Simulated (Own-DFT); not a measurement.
In31GaP32 (zincblende with substituted atoms, atoms displaced) (calculated)

All values are calculated (Own-DFT development build). A calculation, not a measurement: plane-wave PBE density functional theory by an unreviewed code, no spin, of a simulated periodic cell, stress positive in tension, free energy of the whole cell less one offset for each atom, not probed for a lower state with spin; forces on such cells moved up to 12 meV/angstrom on a denser k mesh; offsets are fitted by least squares, one for each functional and potential file, so energies compare only between cells with the same atoms and settings and are not formation energies; the far tail of each file's local potential was reset to the Coulomb form; each entry is a single point on an unrelaxed cell, so the pressure reflects the starting lattice, mostly measured values (interpolated for alloys), from which strain is counted, and rises with the displacements; printed positions are rounded, which can move forces by about a meV/angstrom; the program, named Own-DFT, is a retired in-house code; no spin-orbit coupling; before rounding, a Quantum ESPRESSO 7.3.1 run of the same cell and cutoff gave forces within 1 meV/angstrom rms on each cell, which checks the program and not the settings.

Common to all runs: functional PBE; potential files PseudoDojo norm-conserving, scalar-relativistic, standard set; wave cutoff 42 hartree; occupations Fermi-Dirac; smearing width 0.1 eV; k mesh 3 x 3 x 3 centred on Gamma.

```yaml
- entry: 1
  formula: In31GaP32
  kind: "zincblende with substituted atoms, atoms displaced"
  structure:
    cell_angstrom: [[11.7374, 0.0, 0.0], [0.0, 11.7374, 0.0], [0.0, 0.0, 11.7374]]
    atoms_fractional:
      - [In, 0.00406, 0.99933, 0.99756]
      - [In, 0.00457, 0.24739, 0.24638]
      - [In, 0.25487, 0.00068, 0.24612]
      - [In, 0.24997, 0.25, 0.00116]
      - [P, 0.1224, 0.12358, 0.12045]
      - [P, 0.12371, 0.3747, 0.37541]
      - [P, 0.37789, 0.12602, 0.36809]
      - [P, 0.37126, 0.37186, 0.12551]
      - [In, 0.99894, 0.00223, 0.49571]
      - [In, 0.00493, 0.25128, 0.74603]
      - [In, 0.25174, 0.00127, 0.74743]
      - [In, 0.25196, 0.25114, 0.50385]
      - [P, 0.12957, 0.12228, 0.6236]
      - [P, 0.12436, 0.37645, 0.87297]
      - [P, 0.38252, 0.12589, 0.8764]
      - [P, 0.37536, 0.37775, 0.6204]
      - [In, 0.00503, 0.49493, 0.00187]
      - [In, 0.99932, 0.75119, 0.25303]
      - [In, 0.24923, 0.50024, 0.25296]
      - [In, 0.24965, 0.75059, 0.00153]
      - [P, 0.12236, 0.62491, 0.12297]
      - [P, 0.12366, 0.87616, 0.37602]
      - [P, 0.37218, 0.62386, 0.37645]
      - [P, 0.37486, 0.87674, 0.12468]
      - [Ga, 0.99623, 0.5029, 0.49972]
      - [In, 0.00168, 0.75121, 0.75378]
      - [In, 0.24779, 0.50348, 0.74695]
      - [In, 0.24868, 0.75206, 0.49695]
      - [P, 0.1283, 0.62847, 0.62625]
      - [P, 0.12604, 0.87069, 0.87576]
      - [P, 0.37364, 0.62049, 0.8735]
      - [P, 0.37341, 0.87458, 0.62298]
      - [In, 0.50042, 0.99571, 0.00187]
      - [In, 0.50392, 0.2532, 0.25381]
      - [In, 0.74643, 0.00147, 0.25018]
      - [In, 0.74687, 0.25361, 0.99897]
      - [P, 0.62806, 0.12366, 0.11807]
      - [P, 0.62832, 0.37579, 0.37656]
      - [P, 0.87268, 0.12472, 0.37398]
      - [P, 0.87798, 0.37762, 0.12741]
      - [In, 0.50012, 0.99919, 0.49951]
      - [In, 0.50006, 0.25461, 0.74868]
      - [In, 0.74866, 0.99922, 0.75222]
      - [In, 0.74979, 0.25073, 0.50244]
      - [P, 0.62311, 0.1245, 0.62647]
      - [P, 0.62052, 0.37653, 0.87156]
      - [P, 0.87494, 0.12103, 0.87341]
      - [P, 0.87424, 0.37732, 0.61917]
      - [In, 0.50386, 0.50733, 0.99746]
      - [In, 0.49683, 0.7477, 0.24634]
      - [In, 0.74839, 0.49873, 0.25143]
      - [In, 0.75031, 0.7516, 0.00106]
      - [P, 0.6236, 0.62316, 0.12211]
      - [P, 0.6292, 0.87754, 0.37205]
      - [P, 0.8721, 0.62466, 0.37092]
      - [P, 0.87495, 0.87184, 0.12375]
      - [In, 0.50318, 0.5022, 0.50225]
      - [In, 0.50009, 0.75193, 0.74555]
      - [In, 0.75132, 0.49975, 0.75201]
      - [In, 0.74862, 0.75409, 0.49941]
      - [P, 0.62527, 0.63029, 0.62916]
      - [P, 0.62706, 0.86935, 0.87507]
      - [P, 0.87407, 0.62526, 0.8791]
      - [P, 0.87787, 0.87429, 0.62503]
  results:
    "free_energy_of_cell_above_offsets [eV]": "-34.654"
    "pressure [GPa]": 2.9
    "stress_xx [GPa]": -2.88
    "stress_yy [GPa]": -2.92
    "stress_zz [GPa]": -2.89
    "stress_yz [GPa]": -0.18
    "stress_xz [GPa]": -0.39
    "stress_xy [GPa]": -0.31
    force_element: [In, In, In, In, P, P, P, P, In, In, In, In, P, P, P, P, In, In, In, In, P, P, P, P, Ga, In, In, In, P, P, P, P, In, In, In, In, P, P, P, P, In, In, In, In, P, P, P, P, In, In, In, In, P, P, P, P, In, In, In, In, P, P, P, P]
    "force_x [eV/angstrom]": [-0.6, -0.454, -0.711, 0.039, 0.57, -0.56, -0.207, 0.709, -0.078, -0.532, 0.206, -0.039, -0.429, 0.421, -0.651, 0.04, -0.522, 0.051, -0.184, 0.19, 0.362, 0.333, 0.447, 0.015, 0.222, -0.396, 0.199, 0.023, -1.169, 0.399, 0.062, 0.115, 0.328, 0.041, 0.597, 0.618, -0.418, -0.259, 0.14, -0.386, -0.038, -0.272, 0.087, -0.019, 0.109, 0.486, 0.195, 0.818, -0.758, 0.25, 0.1, 0.065, 0.425, -0.896, 0.589, 0.129, 0.081, -0.474, 0.103, 0.313, 0.359, -0.442, 0.366, -0.112]
    "force_y [eV/angstrom]": [-0.367, 0.149, 0.128, -0.146, -0.109, 0.475, -0.019, 0.641, -0.051, -0.224, -0.141, -0.188, 0.191, -0.284, -0.102, 0.055, 0.459, -0.149, -0.088, -0.406, 0.129, 0.241, 0.168, -0.459, 0.007, -0.386, -0.493, -0.092, -0.503, 0.662, 0.83, 0.086, 0.119, -0.155, 0.055, 0.034, 0.257, 0.065, 0.333, -0.434, 0.1, -0.297, -0.186, -0.383, 0.068, 0.157, 0.747, 0.582, -0.957, 0.062, 0.085, -0.343, 0.362, -0.475, -0.316, 0.621, 0.237, -0.059, 0.175, -0.301, -0.527, 0.421, -0.283, 0.22]
    "force_z [eV/angstrom]": [-0.047, 0.426, 0.284, -0.465, 0.282, 0.779, 0.813, 0.051, 0.393, 0.035, 0.687, -0.739, -0.154, -0.083, -0.155, 0.542, -0.235, -0.346, -0.417, -0.102, 0.518, -0.468, -0.053, -0.131, -0.17, -0.248, 0.084, 0.119, -0.882, -0.164, -0.064, -0.067, -0.438, -0.804, -0.577, -0.238, 0.696, 0.192, -0.144, -0.185, -0.246, -0.255, -0.291, -0.152, -0.057, 0.326, 0.042, 0.09, 0.108, 0.444, -0.372, 0.071, 0.558, 0.099, 1.126, 0.269, -0.161, 0.618, -0.13, 0.069, -0.531, -0.059, -0.136, 0.043]
- entry: 2
  formula: In31GaP32
  kind: "zincblende with substituted atoms, atoms displaced"
  structure:
    cell_angstrom: [[11.7374, 0.0, 0.0], [0.0, 11.7374, 0.0], [0.0, 0.0, 11.7374]]
    atoms_fractional:
      - [In, 0.00172, 0.99678, 0.99978]
      - [In, 0.00317, 0.25062, 0.24916]
      - [In, 0.24891, 0.00457, 0.24953]
      - [In, 0.25747, 0.24857, 0.00112]
      - [P, 0.12384, 0.12606, 0.12383]
      - [P, 0.12387, 0.37508, 0.37499]
      - [P, 0.37576, 0.12491, 0.37914]
      - [P, 0.37426, 0.37391, 0.13034]
      - [In, 0.99998, 0.9987, 0.50226]
      - [In, 0.00331, 0.24899, 0.74923]
      - [In, 0.25109, 0.00634, 0.75365]
      - [In, 0.25063, 0.24991, 0.50198]
      - [P, 0.12216, 0.12075, 0.62608]
      - [P, 0.12015, 0.37581, 0.87585]
      - [P, 0.37496, 0.1237, 0.87387]
      - [P, 0.37166, 0.37836, 0.62631]
      - [In, 0.00486, 0.49734, 0.00054]
      - [In, 0.00339, 0.74953, 0.25066]
      - [In, 0.24889, 0.5051, 0.24997]
      - [In, 0.25263, 0.74931, 0.00522]
      - [P, 0.12341, 0.6236, 0.12333]
      - [P, 0.13046, 0.87609, 0.37244]
      - [P, 0.37762, 0.62517, 0.37125]
      - [P, 0.37368, 0.87247, 0.1264]
      - [In, 0.99894, 0.50106, 0.50112]
      - [In, 0.00328, 0.75075, 0.74622]
      - [In, 0.24961, 0.49889, 0.75214]
      - [In, 0.24573, 0.74872, 0.49991]
      - [P, 0.12405, 0.62487, 0.61985]
      - [P, 0.12346, 0.87369, 0.87137]
      - [P, 0.37897, 0.62715, 0.87608]
      - [P, 0.3753, 0.87985, 0.62641]
      - [In, 0.49878, 0.99793, 0.99523]
      - [In, 0.50266, 0.24788, 0.24729]
      - [In, 0.74958, 0.99903, 0.25374]
      - [In, 0.74719, 0.25052, 0.99681]
      - [P, 0.62465, 0.12648, 0.12246]
      - [P, 0.62464, 0.37626, 0.3766]
      - [P, 0.8749, 0.12262, 0.36922]
      - [P, 0.87354, 0.37188, 0.12221]
      - [In, 0.49488, 0.99774, 0.50614]
      - [In, 0.49918, 0.25048, 0.74971]
      - [In, 0.74649, 0.99744, 0.74858]
      - [In, 0.75152, 0.24959, 0.49849]
      - [P, 0.62359, 0.12567, 0.62704]
      - [P, 0.6269, 0.37765, 0.8776]
      - [P, 0.8789, 0.12786, 0.8772]
      - [P, 0.87596, 0.37666, 0.62353]
      - [In, 0.49755, 0.49588, 0.99953]
      - [In, 0.49669, 0.75178, 0.25036]
      - [In, 0.74524, 0.5026, 0.24792]
      - [Ga, 0.74921, 0.75373, 0.00025]
      - [P, 0.6255, 0.62537, 0.12525]
      - [P, 0.62441, 0.87246, 0.37363]
      - [P, 0.87248, 0.62729, 0.37489]
      - [P, 0.87024, 0.87881, 0.12838]
      - [In, 0.4996, 0.5002, 0.50114]
      - [In, 0.49735, 0.74947, 0.74869]
      - [In, 0.74776, 0.49883, 0.74812]
      - [In, 0.7474, 0.75216, 0.49686]
      - [P, 0.61975, 0.62533, 0.63057]
      - [P, 0.62271, 0.87269, 0.87388]
      - [P, 0.87182, 0.62163, 0.87812]
      - [P, 0.87617, 0.87184, 0.62782]
  results:
    "free_energy_of_cell_above_offsets [eV]": "-34.659"
    "pressure [GPa]": 2.9
    "stress_xx [GPa]": -2.88
    "stress_yy [GPa]": -2.91
    "stress_zz [GPa]": -2.89
    "stress_yz [GPa]": -0.15
    "stress_xz [GPa]": 0.03
    "stress_xy [GPa]": 0.02
    force_element: [In, In, In, In, P, P, P, P, In, In, In, In, P, P, P, P, In, In, In, In, P, P, P, P, In, In, In, In, P, P, P, P, In, In, In, In, P, P, P, P, In, In, In, In, P, P, P, P, In, In, In, Ga, P, P, P, P, In, In, In, In, P, P, P, P]
    "force_x [eV/angstrom]": [-0.293, -0.418, 0.317, -0.688, 0.301, 0.236, 0.103, -0.01, -0.262, -0.45, -0.405, -0.3, 0.431, 1.049, 0.335, 0.278, -0.983, -0.462, -0.089, -0.38, 0.138, -0.547, -0.337, 0.1, -0.206, -0.448, -0.223, 0.787, 0.222, 0.614, -0.626, -0.805, 0.112, -0.093, -0.56, 0.39, 0.008, -0.042, 0.349, 0.066, 0.835, 0.122, 0.543, 0.021, 0.131, -0.474, -0.452, -0.081, 0.177, 0.532, 0.619, 0.055, -0.001, -0.507, 0.23, 0.078, -0.035, -0.076, 0.233, 0.079, 0.518, 0.74, -0.08, -0.421]
    "force_y [eV/angstrom]": [0.064, 0.117, 0.004, 0.265, -0.073, 0.157, 0.087, 0.222, -0.252, 0.119, -0.694, -0.013, 0.484, -0.454, 0.413, -0.354, 0.188, 0.2, -0.413, -0.032, 0.219, 0.074, 0.03, 0.808, -0.029, -0.663, 0.458, 0.226, -0.222, -0.007, -0.306, -0.824, -0.06, 0.054, 0.188, -0.182, -0.586, -0.174, 0.283, 0.353, 0.307, 0.369, 0.314, -0.114, 0.0, -0.333, -0.468, -0.327, 0.346, -0.217, -0.349, -0.296, 0.85, 0.577, -0.255, -1.058, 0.078, 0.34, 0.17, -0.344, 0.017, -0.538, 0.983, 0.271]
    "force_z [eV/angstrom]": [0.035, -0.109, -0.072, -0.039, -0.215, 0.127, -0.375, -0.231, -0.491, -0.06, -0.297, -0.02, -0.169, -0.121, 0.177, -0.043, 0.153, -0.055, 0.13, -0.677, 0.12, 0.228, 0.672, -0.036, -0.511, 0.512, 0.189, -0.161, 0.67, 0.469, 0.075, 0.358, 0.585, 0.558, -0.355, 0.144, -0.007, -0.145, 0.739, 0.401, -0.719, 0.132, 0.39, -0.017, -0.343, -0.506, -0.353, 0.233, 0.352, -0.263, 0.099, 0.079, -0.915, 0.296, -0.091, -0.902, -0.051, 0.104, 0.145, 0.613, -0.784, 0.574, 0.236, -0.461]
- entry: 3
  formula: In31GaP32
  kind: "zincblende with substituted atoms, atoms displaced"
  structure:
    cell_angstrom: [[11.7374, 0.0, 0.0], [0.0, 11.7374, 0.0], [0.0, 0.0, 11.7374]]
    atoms_fractional:
      - [In, 0.00116, 0.00145, 0.0026]
      - [In, 0.00272, 0.25149, 0.2481]
      - [In, 0.25322, 0.99673, 0.24533]
      - [In, 0.24833, 0.24903, 0.00376]
      - [P, 0.1245, 0.12411, 0.12573]
      - [P, 0.12532, 0.37434, 0.37551]
      - [P, 0.37685, 0.12689, 0.37454]
      - [P, 0.37461, 0.37371, 0.12564]
      - [In, 0.00022, 0.9925, 0.49587]
      - [In, 0.99869, 0.25004, 0.75189]
      - [In, 0.24942, 0.00248, 0.7524]
      - [In, 0.25187, 0.25159, 0.50448]
      - [P, 0.12456, 0.12645, 0.62582]
      - [P, 0.12619, 0.37649, 0.87396]
      - [P, 0.37636, 0.12284, 0.87427]
      - [P, 0.3792, 0.37744, 0.62613]
      - [In, 0.00072, 0.49645, 0.00051]
      - [In, 0.99497, 0.75338, 0.25421]
      - [In, 0.25411, 0.50007, 0.24932]
      - [In, 0.25216, 0.75303, 0.00127]
      - [P, 0.12469, 0.62246, 0.12582]
      - [P, 0.12589, 0.87323, 0.37542]
      - [P, 0.37361, 0.61895, 0.37472]
      - [P, 0.37613, 0.87565, 0.12657]
      - [In, 0.00051, 0.49876, 0.50355]
      - [In, 0.99577, 0.75238, 0.75285]
      - [In, 0.25095, 0.50249, 0.75161]
      - [In, 0.2484, 0.75161, 0.50394]
      - [P, 0.12523, 0.62287, 0.62188]
      - [P, 0.12087, 0.87565, 0.87261]
      - [P, 0.37329, 0.62338, 0.87394]
      - [P, 0.37772, 0.8713, 0.62696]
      - [In, 0.49444, 0.99919, 0.00193]
      - [In, 0.50052, 0.25065, 0.24791]
      - [In, 0.74803, 0.99815, 0.24911]
      - [In, 0.74961, 0.24848, 0.00114]
      - [P, 0.62157, 0.12489, 0.12667]
      - [P, 0.62769, 0.37535, 0.37783]
      - [P, 0.87355, 0.12299, 0.37271]
      - [P, 0.87168, 0.3758, 0.12621]
      - [In, 0.49771, 0.99602, 0.49883]
      - [In, 0.49892, 0.24242, 0.74875]
      - [In, 0.74742, 0.99859, 0.75177]
      - [Ga, 0.7536, 0.25025, 0.49384]
      - [P, 0.62217, 0.12784, 0.62257]
      - [P, 0.62809, 0.37385, 0.87531]
      - [P, 0.87607, 0.12683, 0.87521]
      - [P, 0.87155, 0.37852, 0.62434]
      - [In, 0.5013, 0.49572, 0.00056]
      - [In, 0.50052, 0.74463, 0.24832]
      - [In, 0.7512, 0.49675, 0.24459]
      - [In, 0.74783, 0.74969, 0.00284]
      - [P, 0.62803, 0.62429, 0.12275]
      - [P, 0.62711, 0.87268, 0.3743]
      - [P, 0.87095, 0.62936, 0.37463]
      - [P, 0.87912, 0.87339, 0.12374]
      - [In, 0.502, 0.4981, 0.49803]
      - [In, 0.50351, 0.74475, 0.75004]
      - [In, 0.7546, 0.49606, 0.74554]
      - [In, 0.75238, 0.75251, 0.49892]
      - [P, 0.62716, 0.6196, 0.62519]
      - [P, 0.62601, 0.87469, 0.87398]
      - [P, 0.87776, 0.62053, 0.87582]
      - [P, 0.87311, 0.8783, 0.62546]
  results:
    "free_energy_of_cell_above_offsets [eV]": "-34.758"
    "pressure [GPa]": 2.89
    "stress_xx [GPa]": -2.9
    "stress_yy [GPa]": -2.86
    "stress_zz [GPa]": -2.9
    "stress_yz [GPa]": -0.05
    "stress_xz [GPa]": 0.26
    "stress_xy [GPa]": -0.08
    force_element: [In, In, In, In, P, P, P, P, In, In, In, In, P, P, P, P, In, In, In, In, P, P, P, P, In, In, In, In, P, P, P, P, In, In, In, In, P, P, P, P, In, In, In, Ga, P, P, P, P, In, In, In, In, P, P, P, P, In, In, In, In, P, P, P, P]
    "force_x [eV/angstrom]": [-0.145, -0.356, -0.302, 0.136, 0.167, 0.133, -0.338, 0.108, -0.023, 0.055, -0.075, 0.002, -0.207, 0.046, -0.408, -0.253, 0.073, 0.582, -0.665, -0.486, -0.042, 0.376, 0.231, 0.174, -0.248, 0.128, -0.11, 0.325, -0.191, 0.511, 0.419, -0.24, 0.689, 0.107, 0.101, -0.102, 0.272, 0.597, -0.187, 0.652, 0.221, 0.199, 0.051, -0.203, 1.123, -0.282, -0.223, 0.192, -0.054, 0.037, -0.254, 0.543, -0.492, -0.479, 0.323, -0.556, 0.003, -0.008, -0.605, -0.383, 0.101, -0.387, -0.459, 0.084]
    "force_y [eV/angstrom]": [-0.036, -0.004, 0.543, 0.044, -0.068, 0.111, -0.248, 0.005, 0.867, 0.252, -0.347, -0.015, -0.313, -0.337, 0.244, -0.172, 0.141, -0.569, -0.212, -0.328, 0.461, 0.05, 0.8, -0.572, 0.167, -0.465, -0.248, -0.31, 0.405, 0.084, 0.274, 0.256, 0.039, 0.141, 0.008, -0.062, -0.248, -0.757, 0.654, -0.526, 0.228, 0.88, 0.654, -0.052, -0.062, -0.18, -0.366, -1.634, 0.221, 0.053, 0.508, 0.04, -0.271, -0.014, -0.864, 0.329, 0.131, -0.024, 0.505, -0.233, 0.483, -0.104, 0.306, -0.246]
    "force_z [eV/angstrom]": [-0.421, 0.325, 0.795, -0.525, 0.105, 0.017, -0.021, -0.12, 0.401, -0.341, -0.369, -0.226, -0.227, 0.12, 0.427, 0.242, 0.128, -0.272, -0.05, -0.215, 0.131, -0.379, 0.304, -0.081, -0.713, -0.462, -0.425, -0.299, 0.686, 0.416, 0.526, 0.192, -0.271, 0.507, -0.193, -0.003, -0.34, -0.092, 0.555, -0.376, -0.066, 0.198, -0.275, 0.339, -0.797, -0.318, 0.171, -0.977, -0.275, 0.356, 0.865, -0.563, 0.136, -0.104, 0.021, 0.005, 0.196, 0.015, 0.842, 0.471, -0.248, 0.442, 0.031, 0.08]
- entry: 4
  formula: In31GaP32
  kind: "zincblende with substituted atoms, atoms displaced"
  structure:
    cell_angstrom: [[11.7374, 0.0, 0.0], [0.0, 11.7374, 0.0], [0.0, 0.0, 11.7374]]
    atoms_fractional:
      - [In, 0.00267, 0.00224, 0.00342]
      - [In, 0.00433, 0.24967, 0.25819]
      - [In, 0.25038, 0.00866, 0.25409]
      - [In, 0.24846, 0.25746, 0.00265]
      - [P, 0.12614, 0.12257, 0.1304]
      - [P, 0.12366, 0.36799, 0.37398]
      - [P, 0.37305, 0.13385, 0.37483]
      - [P, 0.37989, 0.37058, 0.11989]
      - [In, 0.00162, 0.00389, 0.49355]
      - [In, 0.9998, 0.25252, 0.74554]
      - [In, 0.24816, 0.99838, 0.75483]
      - [In, 0.25044, 0.25106, 0.5079]
      - [P, 0.11672, 0.1237, 0.62735]
      - [P, 0.12695, 0.37122, 0.87611]
      - [P, 0.37839, 0.13831, 0.87228]
      - [P, 0.37687, 0.37604, 0.62283]
      - [In, 0.00433, 0.50115, 0.00462]
      - [In, 0.00486, 0.75585, 0.24869]
      - [In, 0.26016, 0.50325, 0.25012]
      - [In, 0.2549, 0.75499, 0.00048]
      - [P, 0.13219, 0.63063, 0.12414]
      - [P, 0.12859, 0.87078, 0.37725]
      - [P, 0.3796, 0.62316, 0.37305]
      - [P, 0.37416, 0.87048, 0.12553]
      - [In, 0.99686, 0.50405, 0.49903]
      - [In, 0.99473, 0.74666, 0.75219]
      - [In, 0.2446, 0.49912, 0.74911]
      - [In, 0.24856, 0.75317, 0.50131]
      - [P, 0.12614, 0.62476, 0.62343]
      - [P, 0.12703, 0.87437, 0.8718]
      - [P, 0.37699, 0.62566, 0.87561]
      - [P, 0.37507, 0.87087, 0.63155]
      - [Ga, 0.50702, 0.00493, 0.99937]
      - [In, 0.50803, 0.25466, 0.25086]
      - [In, 0.753, 0.99702, 0.24964]
      - [In, 0.74108, 0.25603, 0.00019]
      - [P, 0.62699, 0.12078, 0.12601]
      - [P, 0.62948, 0.38372, 0.3663]
      - [P, 0.883, 0.13003, 0.3709]
      - [P, 0.86856, 0.36677, 0.12789]
      - [In, 0.49602, 0.99809, 0.49812]
      - [In, 0.49805, 0.25318, 0.75689]
      - [In, 0.74808, 0.00205, 0.75428]
      - [In, 0.7459, 0.25193, 0.48886]
      - [P, 0.61876, 0.12452, 0.62038]
      - [P, 0.62702, 0.3702, 0.88025]
      - [P, 0.87652, 0.12171, 0.87782]
      - [P, 0.87327, 0.37351, 0.62574]
      - [In, 0.50204, 0.49729, 0.00093]
      - [In, 0.50069, 0.75173, 0.25702]
      - [In, 0.74256, 0.5016, 0.2494]
      - [In, 0.7463, 0.74766, 0.99892]
      - [P, 0.62671, 0.62792, 0.11865]
      - [P, 0.6275, 0.87401, 0.37018]
      - [P, 0.87494, 0.62447, 0.37546]
      - [P, 0.87179, 0.86925, 0.13006]
      - [In, 0.50027, 0.49705, 0.49653]
      - [In, 0.49699, 0.74952, 0.7509]
      - [In, 0.75411, 0.49484, 0.74977]
      - [In, 0.7486, 0.74747, 0.49944]
      - [P, 0.63182, 0.61757, 0.62859]
      - [P, 0.61773, 0.8697, 0.87536]
      - [P, 0.8738, 0.62639, 0.87637]
      - [P, 0.87829, 0.87708, 0.61408]
  results:
    "free_energy_of_cell_above_offsets [eV]": "-33.228"
    "pressure [GPa]": 3.18
    "stress_xx [GPa]": -3.23
    "stress_yy [GPa]": -3.12
    "stress_zz [GPa]": -3.21
    "stress_yz [GPa]": 0.45
    "stress_xz [GPa]": -0.64
    "stress_xy [GPa]": -0.51
    force_element: [In, In, In, In, P, P, P, P, In, In, In, In, P, P, P, P, In, In, In, In, P, P, P, P, In, In, In, In, P, P, P, P, Ga, In, In, In, P, P, P, P, In, In, In, In, P, P, P, P, In, In, In, In, P, P, P, P, In, In, In, In, P, P, P, P]
    "force_x [eV/angstrom]": [-0.199, -0.205, 0.458, 0.002, -0.108, 0.932, 0.524, -0.027, 0.08, -0.378, 0.415, -0.484, 1.076, -0.642, -0.607, 0.006, -0.458, -0.22, -0.8, -0.23, -0.24, -0.043, -0.245, 0.957, 0.328, 0.308, 0.645, 0.588, -0.353, -0.579, -0.366, -0.243, -0.628, -0.475, 0.202, 1.208, -0.554, -0.882, -1.354, 0.802, -0.112, 0.81, 0.022, 0.227, 0.472, -0.52, -0.248, 0.037, -0.06, 0.071, 1.515, 0.419, -0.73, -0.127, -0.057, 0.369, 0.309, 0.47, -0.105, 0.086, -0.885, 0.201, 0.066, -0.441]
    "force_y [eV/angstrom]": [-0.607, 0.194, -1.026, -1.07, 0.708, 1.515, -0.243, 0.5, -0.369, -0.273, 0.772, -0.258, -0.162, 0.511, -2.09, 0.194, -0.248, -0.817, -0.761, -0.294, -0.456, 0.974, 0.477, 1.677, -0.6, 0.548, 0.145, -0.584, 0.077, -0.258, -0.556, 0.607, -0.318, -0.571, 0.478, -1.516, -0.249, -0.899, -0.81, 0.803, -0.107, 0.389, -0.389, -0.313, 0.4, 1.196, 0.753, -0.121, 0.445, -0.178, 0.95, 0.55, -0.348, 0.274, 0.238, 0.362, 0.279, -0.803, 0.016, 0.065, 0.533, 1.314, -0.572, -0.077]
    "force_z [eV/angstrom]": [-0.002, -1.585, -0.105, 0.109, -0.583, 0.645, 0.228, 0.845, 0.141, 0.743, -0.317, -0.161, -0.15, -0.246, 1.439, 0.543, 0.128, 0.228, -0.352, -0.587, 0.272, -0.341, 0.806, 0.093, 0.016, -0.676, 0.135, 0.205, 0.129, 0.64, -0.008, -0.752, 0.02, -0.293, 0.151, 0.453, -0.454, 1.149, 0.376, 0.153, -0.145, -1.369, -0.621, 0.744, 0.324, -1.162, 0.009, -0.73, -0.283, -1.101, -1.068, -0.213, 0.915, 0.872, -0.705, -0.899, 0.436, -0.256, 0.638, 0.109, -0.311, 0.581, 0.214, 0.983]
```
